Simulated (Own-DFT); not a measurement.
# Point defects and the pressure they add: zincblende GaP

No measurement is shown. These are fixed-geometry runs of a retired plane-wave code named Own-DFT, which no person has reviewed; spin and spin-orbit coupling are neglected.

Method: PBE; PseudoDojo norm-conserving scalar-relativistic files; cutoff 42 hartree; 3 x 3 x 3 k mesh centred on Gamma; Fermi-Dirac smearing of 0.1 eV.

Caveats (not all hold for every row): not probed for a lower state with spin; forces on such cells failed a check on a denser k mesh; forces on such cells passed a denser k mesh, each cell not checked; stress not checked against mesh or cutoff.

All runs share one cell, with vectors in Å (10.901, 0.000, 0.000); (0.000, 10.901, 0.000); (0.000, 0.000, 10.901) and a volume of 1295.4 Å³. u is the rms random offset of the atoms per axis. The defect's site can differ from row to row.

| cell | formula | u (Å) | P (GPa) |
|---|---|---|---|
| no defect | Ga32P32 | 0.0212 | 2.72 |
| no defect | Ga32P32 | 0.0487 | 3.12 |
| no defect | Ga32P32 | 0.0512 | 3.16 |
| one P on a Ga site | Ga31P33 | 0.0288 | 2.92 |
| one P on a Ga site | Ga31P33 | 0.0302 | 2.94 |
| one P on a Ga site | Ga31P33 | 0.0489 | ? |
| one P on a Ga site | Ga31P33 | 0.0509 | 3.33 |
| one Al on a Ga site | AlGa31P32 | 0.0285 | 2.83 |
| one Al on a Ga site | AlGa31P32 | 0.0317 | 2.86 |
| one Al on a Ga site | AlGa31P32 | 0.0476 | 3.17 |
| two P on a Ga site each | Ga30P34 | 0.0467 | 3.16 |
| two P on a Ga site each | Ga30P34 | 0.0493 | 3.41 |
| two P on a Ga site each | Ga30P34 | 0.0509 | 3.41 |
| two P vacancies | Ga32P30 | 0.0291 | 2.24 |
| two P vacancies | Ga32P30 | 0.0291 | 2.31 |
| two P vacancies | Ga32P30 | 0.0498 | 2.64 |

## What the rows give

P = P0 + c u² + a shift for each defect gives P0 = 2.59 GPa, c = 225 ± 18 GPa/Å² and a scatter of 0.05 GPa. The shifts, and each times the cell's volume:

- two P on a Ga site each: 0.19 ± 0.04 GPa, 1.6 eV (0.8 eV for each of its 2 sites)
- one P on a Ga site: 0.15 ± 0.04 GPa, 1.2 eV
- one Al on a Ga site: 0.05 ± 0.04 GPa, 0.4 eV (not resolved)
- two P vacancies: -0.51 ± 0.04 GPa, -4.1 eV (-2.1 eV for each of its 2 sites)

Positive is outwards. The product with the volume (160.2 GPa Å³ to the eV) is nearly free of the cell's size; divided by the bulk modulus at the cell's pressure it gives the volume that the defect adds. The atoms around the defects weren't relaxed, which would change these numbers.

## Prediction

The question: what pressure belongs in the blank (one P on a Ga site, u = 0.0489 Å)?

The fitted form gives 3.28 ± 0.06 GPa. Computed: 3.32 GPa.
